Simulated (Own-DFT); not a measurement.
## Calculated data, Al$_{26}$Ga$_{9}$N$_{36}$ (wurtzite random alloy with one vacancy, atoms displaced)

A calculation, not a measurement: plane-wave density functional theory by an unreviewed code, no spin, of a simulated periodic cell, stress positive in tension, run twice, with PBE and with PBEsol, both on files made for PBE, so the change isn't that of files made for PBEsol, odd electron count, so a state with spin may lie lower; a neutral cation vacancy leaves holes that likely carry spin, which this run leaves out; forces on such cells passed a denser k mesh, this cell's mesh not checked; the far tail of each file's local potential was reset to the Coulomb form; each entry is a single point on an unrelaxed cell, so the pressure reflects the starting lattice, mostly measured values (interpolated for alloys), from which strain is counted, and rises with the displacements; printed positions are rounded, which can move forces by about a meV/angstrom; the program, named Own-DFT, is a retired in-house code; no spin-orbit coupling; stress was not checked against mesh or cutoff. Program: Own-DFT development build.

Settings shared by all entries: functional PBE, then PBEsol; potential files PseudoDojo norm-conserving, scalar-relativistic, standard set; wave cutoff 42 hartree; occupations Fermi-Dirac; smearing width 0.1 eV; k mesh 4 x 4 x 3 centred on Gamma.

(1) Al$_{26}$Ga$_{9}$N$_{36}$ (wurtzite random alloy with one vacancy, atoms displaced)

```
cell vectors (Å)
   9.3938     0.0000     0.0000
  -4.6969     8.1352     0.0000
   0.0000     0.0000    10.0655
atoms (fractions of the cell vectors)
Al  0.10988  0.21784  0.99227
Al  0.21590  0.10083  0.25551
N   0.12601  0.23079  0.18752
N   0.21989  0.11440  0.45398
Al  0.10256  0.21526  0.50415
Al  0.22957  0.11801  0.74330
N   0.11041  0.21840  0.69358
N   0.21865  0.10654  0.93093
Al  0.10379  0.55340  0.99982
Ga  0.22942  0.44985  0.24808
N   0.11078  0.54908  0.18814
N   0.22504  0.44465  0.44990
Al  0.12018  0.56510  0.49520
Al  0.22334  0.43960  0.75114
N   0.11142  0.54806  0.68981
N   0.22881  0.45940  0.94115
Al  0.11219  0.89309  0.99241
Al  0.22153  0.76919  0.25310
N   0.12166  0.89152  0.18864
N   0.20285  0.76246  0.44837
Al  0.11379  0.88829  0.49519
Al  0.20843  0.77458  0.75640
N   0.11837  0.88737  0.68098
N   0.21127  0.78355  0.93546
Al  0.44021  0.22154  0.00281
Ga  0.55330  0.10416  0.24721
N   0.44276  0.21976  0.18452
N   0.56735  0.12124  0.44480
Al  0.44523  0.21802  0.50248
Al  0.56003  0.10598  0.74185
N   0.43845  0.22550  0.68732
N   0.56757  0.11547  0.93207
Ga  0.44334  0.55893  0.99419
Al  0.55480  0.43848  0.24977
N   0.43938  0.55650  0.19188
N   0.55473  0.43494  0.43435
Al  0.44343  0.55760  0.49855
Al  0.56333  0.44788  0.74121
N   0.44158  0.55828  0.68725
N   0.56520  0.45147  0.93727
Al  0.44432  0.89436  0.00037
Al  0.55088  0.77779  0.25234
N   0.44331  0.88879  0.19072
N   0.55566  0.75777  0.43970
Ga  0.43901  0.88857  0.49355
Al  0.54959  0.77819  0.75163
N   0.43616  0.88589  0.68008
N   0.55977  0.77752  0.94194
Al  0.78201  0.22271  0.01248
Al  0.89028  0.11086  0.25174
N   0.77880  0.22360  0.19364
N   0.89193  0.12194  0.43638
Ga  0.78294  0.23079  0.50243
Al  0.87116  0.10394  0.75198
N   0.78175  0.22875  0.69173
N   0.89142  0.10201  0.94483
Al  0.77891  0.55075  0.99892
N   0.78466  0.54926  0.18436
N   0.88181  0.43579  0.44520
Ga  0.77504  0.55374  0.50760
Al  0.89954  0.44617  0.75635
N   0.77576  0.55063  0.68944
N   0.89046  0.44836  0.93913
Ga  0.77483  0.88508  0.00215
Al  0.89244  0.77871  0.24602
N   0.78736  0.89221  0.19631
N   0.89420  0.77120  0.43858
Ga  0.77428  0.88299  0.49847
Ga  0.89450  0.78069  0.75288
N   0.77372  0.88422  0.68768
N   0.88597  0.78176  0.92732
```

The calculation gives: PBE pressure 6.03 GPa; PBE stress xx -4.77 GPa; PBE stress yy -6.63 GPa; PBE stress zz -6.69 GPa; PBE stress yz 0.61 GPa; PBE stress xz -0.23 GPa; PBE stress xy -0.69 GPa; PBEsol pressure 2.91 GPa; PBEsol stress xx -1.67 GPa; PBEsol stress yy -3.52 GPa; PBEsol stress zz -3.52 GPa; PBEsol stress yz 0.61 GPa; PBEsol stress xz -0.25 GPa; PBEsol stress xy -0.64 GPa; rms change of force components from PBE to PBEsol 0.072 eV/Å.

Force:
```tsv
force element	PBE force x (eV/Å)	PBE force y (eV/Å)	PBE force z (eV/Å)	PBEsol force x (eV/Å)	PBEsol force y (eV/Å)	PBEsol force z (eV/Å)
Al	0.629	1.069	0.967	0.645	1.092	0.958
Al	0.19	2.037	-0.216	0.205	2.04	-0.192
N	-0.762	-2.503	-0.365	-0.759	-2.307	-0.308
N	0.993	-1.089	-2.106	0.987	-1.068	-2.072
Al	0.207	1.571	0.267	0.199	1.569	0.272
Al	-0.993	-1.665	0.171	-1.003	-1.69	0.169
N	-1.308	-0.143	0.246	-1.32	-0.149	0.256
N	0.544	1.154	0.587	0.542	1.148	0.575
Al	0.295	0.692	0.645	0.31	0.715	0.644
Ga	-1.762	-1.703	1.699	-1.728	-1.662	1.626
N	0.061	1.922	-0.462	0.193	1.782	-0.378
N	-0.57	-0.271	-0.634	-0.563	-0.29	-0.751
Al	-0.425	-5.3	1.418	-0.433	-5.331	1.425
Al	-0.243	0.373	-0.587	-0.23	0.37	-0.583
N	-0.375	1.013	0.17	-0.348	1.016	0.152
N	-1.547	-2.495	-1.025	-1.358	-2.387	-0.944
Al	-1.298	-0.001	1.137	-1.327	0.002	1.149
Al	-1.435	-0.481	-0.346	-1.407	-0.47	-0.325
N	-0.716	-0.894	-0.157	-0.702	-0.898	-0.171
N	1.401	4.189	-3.252	1.508	4.297	-3.198
Al	-1.207	0.083	0.914	-1.202	0.099	0.906
Al	1.785	-0.336	-2.195	1.793	-0.358	-2.207
N	-0.882	0.865	0.746	-1.012	0.813	0.79
N	2.42	-0.931	1.311	2.422	-0.941	1.326
Al	0.645	0.351	-1.84	0.645	0.344	-1.861
Ga	0.129	2.675	0.937	0.148	2.623	0.912
N	-0.816	-0.247	1.05	-0.694	-0.34	1.123
N	-2.142	-2.121	-0.738	-1.957	-2.167	-0.774
Al	-0.59	0.848	-0.408	-0.581	0.833	-0.412
Al	-1.617	0.689	0.472	-1.627	0.694	0.441
N	2.52	0.267	0.186	2.528	0.268	0.19
N	-0.968	-0.603	1.008	-0.957	-0.581	0.991
Ga	1.475	-0.612	1.119	1.431	-0.589	1.099
Al	0.866	0.412	-0.403	0.869	0.431	-0.432
N	3.106	1.515	-0.595	2.907	1.383	-0.663
N	-1.336	0.363	0.84	-1.209	0.449	0.919
Al	0.753	-3.077	0.925	0.779	-3.092	0.935
Al	-1.779	-0.467	1.211	-1.802	-0.456	1.203
N	1.007	-0.194	0.64	0.998	-0.196	0.635
N	-0.598	-1.464	-0.362	-0.739	-1.387	-0.324
Al	0.066	-0.326	-0.868	0.059	-0.333	-0.855
Al	1.567	-0.389	-0.233	1.562	-0.353	-0.248
N	0.069	-1.945	-0.335	0.056	-1.733	-0.27
N	-1.793	3.069	-1.717	-1.723	3.238	-1.618
Ga	0.807	-0.36	0.114	0.791	-0.348	0.164
Al	0.314	-0.384	-0.783	0.319	-0.389	-0.787
N	0.511	-0.003	2.539	0.482	-0.019	2.331
N	-2.511	1.324	-0.971	-2.333	1.223	-0.836
Al	-0.048	0.626	-1.496	-0.049	0.617	-1.51
Al	0.408	1.869	-0.37	0.401	1.867	-0.389
N	0.743	-1.349	-0.1	0.582	-1.376	0.013
N	0.899	-1.774	0.261	0.725	-1.81	0.368
Ga	0.836	-1.549	-0.147	0.805	-1.496	-0.156
Al	2.393	0.253	0.109	2.399	0.245	0.099
N	-0.179	-0.617	1.011	-0.189	-0.59	0.825
N	-1.527	2.202	-0.991	-1.539	1.985	-0.925
Al	-0.006	0.833	0.076	-0.016	0.866	0.071
N	-2.086	1.35	0.269	-2.027	1.308	0.3
N	1.244	3.644	0.18	1.102	3.477	0.271
Ga	0.367	-0.325	-2.593	0.381	-0.325	-2.53
Al	-1.127	-0.156	-1.062	-1.139	-0.145	-1.087
N	1.421	0.107	1.719	1.449	0.266	1.561
N	0.533	-1.15	0.091	0.52	-1.165	0.086
Ga	0.696	-0.084	0.603	0.684	-0.078	0.566
Al	1.289	-1.541	0.727	1.286	-1.555	0.708
N	-1.423	-0.712	0.017	-1.434	-0.713	-0.136
N	-0.495	1.259	-0.798	-0.63	1.148	-0.679
Ga	1.023	0.88	-0.358	0.989	0.834	-0.322
Ga	-0.078	0.061	-3.325	-0.1	0.061	-3.244
N	-1.146	0.709	0.914	-0.99	0.612	0.791
N	1.572	-1.01	4.542	1.423	-0.933	4.34
```

(2) Al$_{26}$Ga$_{9}$N$_{36}$ (wurtzite random alloy with one vacancy, atoms displaced)

```
cell vectors (Å)
   9.3938     0.0000     0.0000
  -4.6969     8.1352     0.0000
   0.0000     0.0000    10.0655
atoms (fractions of the cell vectors)
Al  0.11457  0.22137  0.99855
Ga  0.22768  0.10793  0.24266
N   0.11497  0.22132  0.17972
N   0.21658  0.10699  0.44169
Al  0.11240  0.23718  0.49962
Al  0.20823  0.10364  0.75071
N   0.10222  0.21488  0.69678
N   0.21868  0.10906  0.93883
Al  0.11914  0.56142  0.00193
Al  0.22731  0.44472  0.24701
N   0.11587  0.55870  0.19174
N   0.22237  0.44288  0.43608
Al  0.10949  0.55953  0.50480
Ga  0.22734  0.45017  0.75858
N   0.11700  0.56109  0.69718
N   0.21898  0.44625  0.93917
Al  0.11344  0.89379  0.00539
Al  0.22952  0.79107  0.25157
N   0.10785  0.88517  0.18897
N   0.21763  0.77584  0.43857
Al  0.11607  0.87933  0.50348
Al  0.20801  0.77707  0.74284
N   0.10877  0.88444  0.69519
N   0.23384  0.79252  0.93345
Al  0.44851  0.23397  0.99673
Ga  0.55187  0.09989  0.24744
N   0.44865  0.22534  0.18859
N   0.55642  0.11139  0.45236
Ga  0.45276  0.22401  0.49434
Al  0.55566  0.11337  0.74967
N   0.45600  0.22430  0.68452
N   0.55915  0.10714  0.93794
Al  0.44301  0.55902  0.98759
Al  0.55992  0.45109  0.25381
N   0.44450  0.55673  0.19383
N   0.55745  0.43874  0.43871
Al  0.43436  0.55556  0.49743
Al  0.56423  0.44961  0.74871
N   0.43977  0.55077  0.69693
N   0.56222  0.44380  0.94046
Al  0.44230  0.89218  0.00096
Al  0.55502  0.76251  0.24542
N   0.43809  0.88834  0.19119
N   0.55433  0.77572  0.42782
Al  0.43780  0.88848  0.50426
Ga  0.56055  0.77849  0.74987
N   0.45882  0.88526  0.69842
N   0.55067  0.78107  0.93297
Al  0.77407  0.21573  0.99831
Al  0.89016  0.10893  0.25341
N   0.78232  0.22553  0.19089
N   0.88606  0.10121  0.44094
Ga  0.78430  0.23443  0.49696
Al  0.88820  0.11402  0.74480
N   0.78554  0.22837  0.68662
N   0.88798  0.11337  0.93833
Al  0.77202  0.54900  0.00007
Al  0.89400  0.44156  0.24136
N   0.77239  0.55063  0.18794
N   0.88420  0.43634  0.43313
Al  0.78393  0.56428  0.50197
Ga  0.88903  0.43983  0.74169
N   0.77205  0.56082  0.68592
N   0.89087  0.45647  0.93737
Ga  0.77851  0.88483  0.00414
Al  0.89752  0.78120  0.25284
N   0.76855  0.88026  0.19708
N   0.89488  0.78095  0.44581
Ga  0.78597  0.89635  0.50236
N   0.77873  0.88712  0.68929
N   0.87534  0.76406  0.94485
```

The calculation gives: PBE pressure 6.37 GPa; PBE stress xx -5.49 GPa; PBE stress yy -8.04 GPa; PBE stress zz -5.57 GPa; PBE stress yz 1.14 GPa; PBE stress xz 0.52 GPa; PBE stress xy 0.03 GPa; PBEsol pressure 3.24 GPa; PBEsol stress xx -2.42 GPa; PBEsol stress yy -4.91 GPa; PBEsol stress zz -2.4 GPa; PBEsol stress yz 1.14 GPa; PBEsol stress xz 0.51 GPa; PBEsol stress xy 0.02 GPa; rms change of force components from PBE to PBEsol 0.074 eV/Å.

Force:
```tsv
force element	PBE force x (eV/Å)	PBE force y (eV/Å)	PBE force z (eV/Å)	PBEsol force x (eV/Å)	PBEsol force y (eV/Å)	PBEsol force z (eV/Å)
Al	-1.265	0.031	-1.027	-1.255	0.028	-1.057
Ga	-0.907	0.933	1.519	-0.88	0.914	1.485
N	-1.073	0.307	1.727	-0.935	0.229	1.785
N	-0.12	0.094	0.162	-0.004	0.16	0.066
Al	1.071	-3.218	0.824	1.059	-3.207	0.839
Al	1.015	-0.132	-0.344	1.041	-0.113	-0.351
N	0.734	1.421	-1.641	0.736	1.569	-1.592
N	0.683	0.77	0.278	0.699	0.771	0.285
Al	-1.511	0.646	-0.627	-1.509	0.66	-0.65
Al	-0.799	-0.366	-0.287	-0.797	-0.38	-0.278
N	0.253	0.463	-0.139	0.263	0.479	-0.126
N	-1.262	1.059	0.139	-1.276	1.083	0.115
Al	0.313	-0.993	-0.794	0.314	-1.018	-0.787
Ga	-0.745	-1.389	-1.574	-0.739	-1.343	-1.522
N	-0.27	-0.069	-2.35	-0.251	-0.267	-2.219
N	0.737	-0.318	2.481	0.73	-0.328	2.262
Al	-0.164	-1.375	-2.446	-0.187	-1.366	-2.444
Al	-0.401	-2.328	-0.257	-0.417	-2.309	-0.244
N	0.507	-0.387	-0.061	0.521	-0.203	0.003
N	1.348	-0.297	0.203	1.356	-0.311	0.187
Al	-2.786	2.134	1.004	-2.775	2.144	1.007
Al	2.389	0.184	2.547	2.427	0.185	2.541
N	-0.146	1.623	-1.876	-0.222	1.604	-1.862
N	-1.222	-1.513	0.978	-1.215	-1.511	0.955
Al	0.55	-2.267	0.263	0.543	-2.296	0.258
Ga	0.346	2.453	1.209	0.329	2.404	1.175
N	0.387	0.779	-0.671	0.369	0.605	-0.552
N	1.122	-2.079	-1.897	1.086	-1.858	-1.906
Ga	-2.228	-0.471	0.692	-2.152	-0.446	0.685
Al	1.028	-0.681	0.018	1.05	-0.681	0.009
N	-1.606	0.113	1.822	-1.626	0.117	1.624
N	-1.161	1.185	0.268	-1.171	1.177	0.265
Al	0.814	-0.029	1.144	0.834	-0.04	1.133
Al	-0.011	-1.047	-0.532	-0.024	-1.057	-0.537
N	0.348	-1.782	-1.935	0.35	-1.802	-1.95
N	-0.807	2.84	-0.027	-0.803	2.629	0.064
Al	2.224	0.377	0.614	2.232	0.374	0.629
Al	-1.033	-0.449	0.258	-1.037	-0.463	0.272
N	1.574	-0.022	-1.948	1.392	0.049	-1.816
N	-2.166	0.486	-0.878	-2.165	0.501	-0.878
Al	0.601	-0.11	-0.652	0.618	-0.094	-0.633
Al	-1.699	2.308	0.71	-1.716	2.338	0.682
N	1.481	-1.739	-1.073	1.519	-1.531	-0.996
N	-1.007	-0.268	2.044	-0.889	-0.181	2.08
Al	1.902	-0.032	0.009	1.903	-0.046	0.006
Ga	1.922	-1.281	0.039	1.867	-1.226	0.051
N	-4.365	1.879	-2.669	-4.154	1.735	-2.552
N	0.097	-0.648	3.011	0.217	-0.558	2.835
Al	0.362	1.469	0.07	0.351	1.475	0.073
Al	-0.033	0.006	-0.86	-0.031	-0.007	-0.872
N	0.661	-1.138	-0.532	0.525	-1.223	-0.481
N	0.393	4.007	-1.234	0.277	3.831	-1.086
Ga	0.168	-3.3	0.468	0.14	-3.219	0.47
Al	0.146	-1.333	1.405	0.12	-1.346	1.396
N	-0.685	-2.334	0.342	-0.709	-2.107	0.227
N	0.572	0.215	-0.11	0.582	0.069	-0.064
Al	0.789	0.571	-0.156	0.768	0.572	-0.148
Al	-0.925	0.826	0.483	-0.936	0.831	0.489
N	1.076	1.021	0.635	1.083	1.021	0.635
N	0.48	4.333	-0.257	0.47	4.083	-0.182
Al	-0.525	-0.689	-0.473	-0.51	-0.726	-0.479
Ga	-1.237	2.635	1.955	-1.205	2.571	1.919
N	1.393	-1.008	-0.355	1.524	-1.008	-0.283
N	1.435	-1.666	0.952	1.451	-1.676	0.797
Ga	-0.781	0.484	-1.145	-0.748	0.454	-1.131
Al	-1.462	-1.289	0.278	-1.475	-1.28	0.266
N	1.697	1.229	0.044	1.703	1.232	-0.101
N	0.926	-0.546	-1.706	0.769	-0.428	-1.65
Ga	-0.307	-2.98	0.446	-0.301	-2.905	0.454
N	-0.478	1.314	0.36	-0.585	1.186	0.254
N	1.64	1.383	1.134	1.48	1.482	1.148
```
